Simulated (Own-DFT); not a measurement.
# How strain changes the stress of wurtzite AlGaN with randomly placed atoms, 96 atoms (Al12Ga36N48)

All numbers below are calculated, not measured. They come from Own-DFT, an in-house plane-wave density functional program, since retired, whose code no person has reviewed. Each row is one single-point run on a periodic cell that was not relaxed, without spin or spin-orbit coupling.

Settings of every run: PBE; PseudoDojo norm-conserving scalar-relativistic files (stringent for Ga); cutoff 96 hartree; 3 x 4 x 3 k mesh centred on Gamma; Gaussian smearing of 0.01 eV.

Known limits: k mesh not checked against a denser one; stress not checked against mesh or cutoff.

Unstrained cell vectors in Å: (12.679, 0.000, 0.000); (-4.755, 8.235, 0.000); (0.000, 0.000, 10.268). The unstrained cell has measured lattice constants (interpolated for alloys), not those of this functional. That, the random moves and any unrelaxed bonds set the pressure at no strain. Each run strains this cell uniformly, with the atoms carried along. Every atom was also moved at random, by a Gaussian of width 0.05 Å on each axis. The random placing of the alloy's atoms differs from row to row. Strain is the symmetric tensor, in per cent. Stress is positive in tension, and the pressure is minus a third of its trace.

| run | e_xx (%) | e_yy (%) | e_zz (%) | s_xx (GPa) | s_yy (GPa) | s_zz (GPa) | P (GPa) | E (meV/atom) |
|---|---|---|---|---|---|---|---|---|
| 1 | 3.00 | 3.00 | 0.00 | 7.16 | 6.92 | -5.33 | -2.91 | 25.4 |
| 2 | 2.75 | 2.75 | 0.00 | 6.32 | 6.38 | -4.53 | -2.73 | 4.2 |
| 3 | 2.50 | 2.50 | 0.00 | 5.62 | 5.37 | -5.73 | -1.76 | 12.1 |
| 4 | -1.50 | -1.50 | 0.00 | -14.38 | -15.68 | -11.16 | 13.74 | 39.2 |
| 5 | 0.25 | 0.25 | 0.00 | -7.58 | -5.01 | -4.90 | 5.83 | 0.0 |
| 6 | -0.50 | -0.50 | 0.00 | -10.16 | -9.42 | -8.39 | 9.32 | 22.0 |
| 7 | 2.00 | 2.00 | 0.00 | 1.47 | 3.59 | -4.35 | -0.24 | 10.8 |
| 8 | 1.00 | 1.00 | 0.00 | -1.02 | -1.65 | -5.99 | 2.88 | 0.6 |
| 9 | 2.25 | 2.25 | 0.00 | ? | ? | ? | ? | ? |

E is the free energy for each atom above the lowest run shown.

## Worked fit

The change of volume is close to e_xx + e_yy + e_zz. A straight line through the runs shown gives P = 7.44 - 183 x (fractional change of volume) GPa, with an error of 8 on the slope and a scatter of 0.67 GPa. The strain isn't the same on all axes and the cell isn't cubic, so the slope belongs to this path and is not the bulk modulus.

## Withheld run

Question: what pressure should run 9 give? Its volume changes by 4.55 %.

The line gives -0.9 GPa. The calculation gave -0.99 GPa.
